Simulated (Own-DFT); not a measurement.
# How strain changes the stress of 2H SiC, 72 atoms (C36Si36)

All numbers below are calculated, not measured. They come from Own-DFT, an in-house plane-wave density functional program, since retired, whose code no person has reviewed. Each row is one single-point run on a periodic cell that was not relaxed, without spin or spin-orbit coupling.

Settings of every run: PBE; PseudoDojo norm-conserving scalar-relativistic files; cutoff 42 hartree; 4 x 4 x 3 k mesh centred on Gamma; Fermi-Dirac smearing of 0.1 eV.

Known limits: forces on such cells passed a denser k mesh, each cell not checked; stress not checked against mesh or cutoff.

Unstrained cell vectors in Å: (9.248, 0.000, 0.000); (-4.624, 8.009, 0.000); (0.000, 0.000, 10.068). The unstrained cell has measured lattice constants (interpolated for alloys), not those of this functional. That, the random moves and any unrelaxed bonds set the pressure at no strain. Each run strains this cell uniformly, with the atoms carried along. Every atom was also moved at random, by a Gaussian of width 0.05 Å on each axis. Strain is the symmetric tensor, in per cent. Stress is positive in tension, and the pressure is minus a third of its trace.

| run | e_xx (%) | e_yy (%) | e_zz (%) | e_yz (%) | e_xz (%) | e_xy (%) | s_xx (GPa) | s_yy (GPa) | s_zz (GPa) | s_yz (GPa) | s_xz (GPa) | s_xy (GPa) | P (GPa) | E (meV/atom) |
|---|---|---|---|---|---|---|---|---|---|---|---|---|---|---|
| 1 | -0.17 | 0.31 | 1.47 | -0.34 | 0.50 | 1.36 | -5.82 | -2.81 | 1.04 | -1.43 | 2.08 | 7.16 | 2.53 | 27.0 |
| 2 | -0.97 | -1.18 | 1.25 | 0.66 | 1.90 | -0.24 | -11.03 | -8.53 | -1.75 | 1.46 | 6.46 | -2.86 | 7.10 | 18.9 |
| 3 | -0.89 | -0.15 | 0.21 | 0.85 | 0.28 | 1.62 | -9.53 | -5.16 | -7.47 | 2.76 | 0.88 | 7.27 | 7.39 | 29.0 |
| 4 | -0.03 | -0.94 | 1.95 | 0.07 | 0.51 | -0.61 | -5.12 | -7.89 | 4.20 | 0.55 | 2.00 | -2.53 | 2.94 | 0.0 |
| 5 | 1.24 | 0.36 | -0.86 | 0.43 | -1.15 | -0.07 | 1.38 | -0.36 | -11.93 | 1.45 | -3.65 | -1.80 | 3.63 | 16.8 |
| 6 | -0.61 | -0.15 | -0.84 | 0.75 | 0.53 | -1.64 | -9.27 | -6.80 | -12.11 | 3.04 | 2.42 | -8.42 | 9.39 | 38.0 |
| 7 | 1.61 | 0.40 | 1.45 | 0.68 | 1.13 | 1.96 | 5.70 | -1.94 | 2.08 | 2.17 | 3.67 | 7.24 | -1.95 | 22.1 |
| 8 | 1.26 | -0.42 | 1.18 | 1.82 | -1.54 | -1.40 | 5.05 | -7.57 | -2.38 | 7.32 | -5.39 | -4.98 | 1.63 | 36.6 |
| 9 | -1.34 | 0.73 | -1.64 | -1.60 | -1.12 | 0.69 | -12.16 | -3.00 | -20.64 | -6.24 | -3.68 | 2.90 | 11.94 | 74.8 |
| 10 | 0.86 | 0.46 | -0.57 | -0.76 | -0.55 | -1.01 | 1.02 | -2.29 | -11.72 | -1.71 | -1.11 | -5.12 | 4.33 | 35.7 |
| 11 | -0.43 | 1.97 | -0.84 | 1.51 | 0.40 | 0.08 | -5.06 | 5.46 | -10.97 | 5.31 | 0.11 | -0.15 | 3.52 | 12.8 |
| 12 | 1.71 | 0.03 | -1.17 | 0.64 | -1.17 | 0.22 | 3.91 | -1.64 | -13.55 | 2.51 | -3.75 | 1.64 | 3.76 | 2.1 |
| 13 | 0.12 | -0.45 | 0.24 | -1.02 | -1.38 | 1.97 | -5.02 | -8.90 | -5.66 | -3.51 | -3.14 | 11.56 | 6.53 | 45.1 |
| 14 | 1.87 | -1.34 | 0.43 | 0.85 | -1.36 | -0.76 | 4.03 | -12.24 | -3.55 | 2.71 | -4.55 | -4.89 | 3.92 | 39.5 |
| 15 | -1.54 | 1.13 | 1.40 | 1.60 | 0.02 | -0.01 | -12.73 | 1.13 | 0.97 | 5.02 | -0.47 | 0.78 | 3.54 | 22.3 |
| 16 | 1.60 | 1.68 | 1.59 | -1.67 | 0.23 | 0.84 | 5.13 | 5.62 | 3.45 | -4.95 | 0.63 | 3.25 | -4.73 | 16.4 |
| 17 | 1.31 | 1.35 | 0.33 | -0.34 | -1.82 | -0.33 | ? | ? | ? | ? | ? | ? | ? | ? |

E is the free energy for each atom above the lowest run shown.

## Worked fit

Each stress component was fitted by least squares to a constant and the strains of the runs shown, as fractions, with shears doubled. Shear strains stay in the fit of a normal stress only where such slopes are resolved. The slopes, in GPa:

```
stress  at no strain  per e_xx  per e_yy  per e_zz  scatter
  s_xx          -4.9  569 ± 23   83 ± 30   36 ± 24     1.05
  s_yy          -4.6   43 ± 34  526 ± 44   27 ± 35     1.55
  s_zz          -7.9   62 ± 28   46 ± 35  613 ± 28     1.25
```

Each shear stress against twice its own strain: yz 168 ± 6, xz 165 ± 7, xy 239 ± 13 GPa. These are stiffnesses along x, y and z of the frame in which the cell vectors are given, which need not be the crystal's axes. The atoms are held to the strained lattice; where symmetry lets them move under strain, relaxing them would lower some slopes. The table should be nearly symmetric about its diagonal, and what it lacks of that shows the noise. A ninth of its sum, 223 ± 8 GPa, estimates the bulk modulus near the mean pressure of these runs, 4.1 GPa, so it lies above the value at zero pressure.

## Withheld run

Question: what normal stresses and pressure should run 17 give?

The fit gives s_xx = 3.8, s_yy = 3.2, s_zz = -4.4 and P = -0.9 GPa. The calculation gave 4.42, 4.89, -4.91 and P = -1.47 GPa.
